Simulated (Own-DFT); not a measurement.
## Calculated data, Hf$_{36}$O$_{71}$ (tetragonal hafnia with one neutral oxygen vacancy, atoms displaced)

A calculation, not a measurement: plane-wave PBE and HSE06 DFT by an unreviewed code, no spin, of a simulated cell at Gamma alone, so results move with cell size and shape, stress positive in tension, energies less offsets, not probed for a lower state with spin; hafnium file: forces about 75 meV/angstrom off all-electron values; oxygen file: force components 24 meV/angstrom off all-electron in a glass; k mesh not checked against a denser one; forces and stress are PBE's, HSE06 gives the energy alone, and its difference from PBE has offsets of its own; offsets are fitted by least squares, one for each functional and potential file, so energies compare only between cells with the same atoms and settings and are not formation energies; the far tail of each file's local potential was reset to the Coulomb form; each entry is a single point on an unrelaxed cell, so the pressure reflects the starting lattice, taken from the Materials Project, from which strain is counted, and rises with the displacements; printed positions are rounded, which can move forces by about a meV/angstrom; the program is a retired in-house code; no spin-orbit coupling. Program: Own-DFT development build.

Entry: Hf$_{36}$O$_{71}$ (tetragonal hafnia with one neutral oxygen vacancy, atoms displaced)

```
Hf36O71
1.0
     10.7800     0.0000     0.0000
      0.0000    10.7800     0.0000
      0.0000     0.0000    10.4493
Hf O Hf O Hf O Hf O Hf O Hf O Hf O Hf O Hf O Hf O Hf O Hf O Hf O Hf O Hf O Hf O Hf O Hf O
2 4 2 3 2 4 2 4 2 4 2 4 2 4 2 4 2 4 2 4 2 4 2 4 2 4 2 4 2 4 2 4 2 4 2 4
Direct
  0.99762 0.99704 0.99353
  0.17453 0.17684 0.25342
  0.98660 0.16853 0.15517
  0.16306 0.99946 0.34001
  0.98164 0.17004 0.39478
  0.17242 0.99662 0.09370
  0.00530 0.00902 0.49248
  0.17614 0.15876 0.74889
  0.15526 0.99565 0.84028
  0.00903 0.16037 0.91164
  0.17779 0.99038 0.59385
  0.99868 0.34044 0.99139
  0.16409 0.50236 0.25607
  0.00148 0.50658 0.14971
  0.17402 0.33376 0.34637
  0.00167 0.50865 0.40156
  0.15704 0.33986 0.10376
  0.99372 0.32811 0.49918
  0.16482 0.49716 0.75284
  0.99034 0.50779 0.64805
  0.16142 0.31036 0.84734
  0.99092 0.49175 0.90220
  0.16806 0.33957 0.59608
  0.98288 0.66348 0.00466
  0.15876 0.83336 0.24694
  0.00419 0.83399 0.16169
  0.15612 0.68230 0.34708
  0.00078 0.83376 0.40446
  0.16313 0.66353 0.08295
  0.00578 0.65401 0.50097
  0.16320 0.82840 0.74632
  0.00299 0.82791 0.64829
  0.16415 0.68225 0.84017
  0.01132 0.83490 0.90610
  0.16854 0.66992 0.60443
  0.33237 0.00618 0.00272
  0.50248 0.17110 0.25272
  0.34609 0.16993 0.15495
  0.50097 0.02046 0.35355
  0.35494 0.16340 0.40389
  0.48640 0.00427 0.11572
  0.33688 0.99636 0.50110
  0.49735 0.17017 0.74981
  0.33042 0.16754 0.64764
  0.50609 0.99096 0.85474
  0.33127 0.16260 0.90789
  0.50095 0.00993 0.59915
  0.33245 0.32980 0.99151
  0.49015 0.49375 0.23377
  0.33877 0.50162 0.13649
  0.50787 0.33724 0.33906
  0.33288 0.50561 0.41118
  0.50644 0.32957 0.10717
  0.33983 0.32803 0.48835
  0.49243 0.49878 0.74539
  0.34578 0.50026 0.65687
  0.49596 0.33720 0.84096
  0.34318 0.50289 0.90266
  0.49828 0.34121 0.59144
  0.33415 0.66612 0.02103
  0.48911 0.82589 0.25852
  0.32005 0.82920 0.16125
  0.50386 0.67404 0.33625
  0.33552 0.83112 0.40403
  0.50479 0.66981 0.09117
  0.33207 0.67472 0.50828
  0.51032 0.83252 0.75858
  0.33199 0.83989 0.65850
  0.50365 0.66065 0.84489
  0.33316 0.83071 0.90830
  0.50237 0.64335 0.61078
  0.66840 0.99516 0.00360
  0.82027 0.16814 0.25598
  0.66238 0.16134 0.15491
  0.84182 0.00177 0.35531
  0.67179 0.17098 0.40511
  0.84079 0.00248 0.10666
  0.67113 0.00220 0.49678
  0.82638 0.16304 0.74245
  0.66168 0.16462 0.65090
  0.82171 0.00064 0.84446
  0.66485 0.16610 0.90474
  0.83482 0.01196 0.60633
  0.67345 0.32750 0.00187
  0.83670 0.50751 0.24940
  0.66803 0.48878 0.13560
  0.82840 0.33251 0.33050
  0.66571 0.49468 0.41166
  0.82447 0.32326 0.09934
  0.65866 0.34086 0.49753
  0.81713 0.49485 0.75264
  0.65809 0.50008 0.65183
  0.84158 0.33369 0.85803
  0.67789 0.49027 0.90952
  0.85543 0.33173 0.60275
  0.66354 0.67205 0.00066
  0.82840 0.81779 0.23957
  0.66276 0.83484 0.16228
  0.82924 0.67161 0.34973
  0.67728 0.83979 0.40024
  0.84240 0.66857 0.09796
  0.67277 0.66514 0.48534
  0.84448 0.82686 0.74245
  0.67681 0.83562 0.65561
  0.83327 0.66628 0.83913
  0.65726 0.83065 0.91021
  0.83904 0.65833 0.59560
```

Here we set first functional PBE, second functional HSE06, exact exchange share 0.25, screening 0.11 1/bohr, exchange divergence Gygi-Baldereschi, potential files PseudoDojo norm-conserving, scalar-relativistic, made for PBE, standard set, wave cutoff 48 hartree, occupations fixed and k mesh 1 x 1 x 1 centred on Gamma.

Questions
1. Hf$_{36}$O$_{71}$ (tetragonal hafnia with one neutral oxygen vacancy, atoms displaced): PBE stress yy?
2. Give the table of force values for Hf$_{36}$O$_{71}$ (tetragonal hafnia with one neutral oxygen vacancy, atoms displaced).

Calculated values
1. -7.02 GPa
2. 
Force:
| element | x (eV/Å) | y (eV/Å) | z (eV/Å) |
| --- | --- | --- | --- |
| Hf | 0.879 | 1.705 | 1.87 |
| Hf | -2.146 | -2.713 | -2.969 |
| O | 2.734 | 0.229 | 0.763 |
| O | 0.425 | 1.975 | 0.892 |
| O | 1.853 | 0.812 | 1.499 |
| O | -1.118 | 0.723 | -0.083 |
| Hf | -0.884 | -1.737 | -0.257 |
| Hf | -2.772 | -1.705 | -0.84 |
| O | 0.976 | 0.742 | 0.041 |
| O | -0.935 | 0.975 | -1.202 |
| O | -1.848 | 1.192 | -0.527 |
| Hf | -1.155 | -5.146 | 2.448 |
| Hf | -0.119 | 0.682 | -0.945 |
| O | -0.871 | -0.017 | 0.765 |
| O | 0.266 | 0.926 | 0.773 |
| O | 0.112 | -3.441 | -2.545 |
| O | 2.133 | 0.032 | -0.357 |
| Hf | 3.027 | -0.032 | -0.581 |
| Hf | 0.011 | 0.745 | -1.023 |
| O | 2.169 | -0.297 | 1.287 |
| O | 0.755 | 4.484 | 0.924 |
| O | 1.325 | 3.642 | -1.201 |
| O | -0.02 | 0.306 | -0.382 |
| Hf | 6.931 | 0.516 | -4.374 |
| Hf | -0.149 | 2.215 | 1.049 |
| O | -2.74 | -0.828 | -2.315 |
| O | 1.094 | -4.114 | 0.478 |
| O | -0.364 | -0.262 | 0.658 |
| O | -1.031 | -0.633 | 1.749 |
| Hf | -0.081 | 4.534 | 2.007 |
| Hf | 0.86 | 2.462 | 0.022 |
| O | -0.945 | 0.38 | -0.028 |
| O | -0.04 | -5.727 | 1.164 |
| O | -2.127 | -1.597 | -0.189 |
| O | 0.624 | -1.233 | -1.121 |
| Hf | 0.591 | -3.132 | 0.564 |
| Hf | 0.682 | -1.15 | -1.119 |
| O | -3.597 | 1.154 | -0.522 |
| O | 0.86 | -4.734 | 0.866 |
| O | -2.312 | 1.353 | -0.141 |
| O | 1.463 | -1.208 | -1.713 |
| Hf | 0.965 | 0.128 | 0.343 |
| Hf | 0.756 | -1.582 | 0.061 |
| O | 1.401 | 0.506 | 0.166 |
| O | -0.205 | 2.18 | -0.173 |
| O | 0.634 | 0.838 | -1.684 |
| O | 0.214 | -0.858 | 0.235 |
| Hf | 0.446 | 0.908 | 1.236 |
| Hf | 3.138 | -0.206 | 0.556 |
| O | -1.888 | -0.362 | 1.788 |
| O | -0.595 | 1.304 | 1.901 |
| O | -0.206 | 0.153 | -1.788 |
| O | -1.591 | 0.944 | -1.773 |
| Hf | -1.254 | 0.856 | 2.067 |
| Hf | 2.128 | 1.168 | 2.167 |
| O | -6.062 | -0.323 | -1.252 |
| O | -0.436 | -2.12 | 0.922 |
| O | -1.767 | -0.768 | 0.184 |
| O | -0.04 | -1.112 | -0.033 |
| Hf | -1.031 | 1.895 | -4.652 |
| Hf | -0.19 | 5.675 | -1.981 |
| O | 2.88 | -1.371 | -0.602 |
| O | 0.661 | -4.156 | 2.016 |
| O | 0.885 | 0.343 | 0.07 |
| O | -0.138 | 0.063 | 1.978 |
| Hf | 0.888 | -0.887 | 1.546 |
| Hf | -1.473 | -0.821 | -0.568 |
| O | 2.258 | -0.972 | -0.857 |
| O | 1.047 | 0.995 | 1.151 |
| O | 0.658 | 0.337 | 0.798 |
| O | -0.019 | 3.391 | -3.718 |
| Hf | -0.315 | 1.854 | 0.868 |
| Hf | 2.344 | -2.262 | -1.696 |
| O | 0.05 | -0.592 | -0.868 |
| O | -1.105 | -0.96 | -0.293 |
| O | 0.014 | 0.54 | 0.356 |
| O | -1.972 | -1.453 | -1.48 |
| Hf | 0.161 | 0.479 | 0.329 |
| Hf | 1.193 | -0.337 | 1.124 |
| O | 0.092 | 1.261 | 0.334 |
| O | 0.405 | -1.1 | 0.785 |
| O | -0.357 | -0.711 | -0.638 |
| O | 0.868 | 0.143 | -0.89 |
| Hf | -0.613 | 0.184 | 0.3 |
| Hf | -1.047 | -2.979 | -0.721 |
| O | 0.077 | 2.295 | 3.14 |
| O | 0.407 | 3.718 | 2.311 |
| O | 0.648 | 2.47 | -2.41 |
| O | 2.19 | 0.923 | -0.223 |
| Hf | 0.978 | -2.461 | 1.003 |
| Hf | 1.16 | 0.096 | -0.159 |
| O | 2.455 | -1.335 | -0.212 |
| O | -0.844 | -1.27 | -1.803 |
| O | 0.138 | 2.049 | -1.35 |
| O | -4.772 | -0.549 | 1.235 |
| Hf | -0.382 | -2.559 | -1.435 |
| Hf | 1.798 | 5.369 | 2.242 |
| O | -0.382 | -0.529 | -1.589 |
| O | -0.442 | -2.387 | -0.064 |
| O | -0.991 | -1.207 | 0.289 |
| O | -5.531 | 0.266 | 2.668 |
| Hf | -0.312 | 1.01 | 3.188 |
| Hf | -0.102 | 1.356 | -0.134 |
| O | -1.021 | -0.248 | -0.43 |
| O | 0.047 | -0.017 | 1.661 |
| O | 0.641 | 0.055 | -0.118 |
| O | -2.057 | 0.67 | -0.814 |

Further results for Hf$_{36}$O$_{71}$ (tetragonal hafnia with one neutral oxygen vacancy, atoms displaced):

| Quantity | Value |
| --- | --- |
| PBE energy of cell above offsets | -87.283 eV |
| HSE06 less PBE above offsets | 0.582 eV |
| PBE pressure | 5.97 GPa |
| PBE stress xx | -4.54 GPa |
| PBE stress zz | -6.33 GPa |
| PBE stress yz | 1.38 GPa |
| PBE stress xz | 0.45 GPa |
| PBE stress xy | 0.37 GPa |
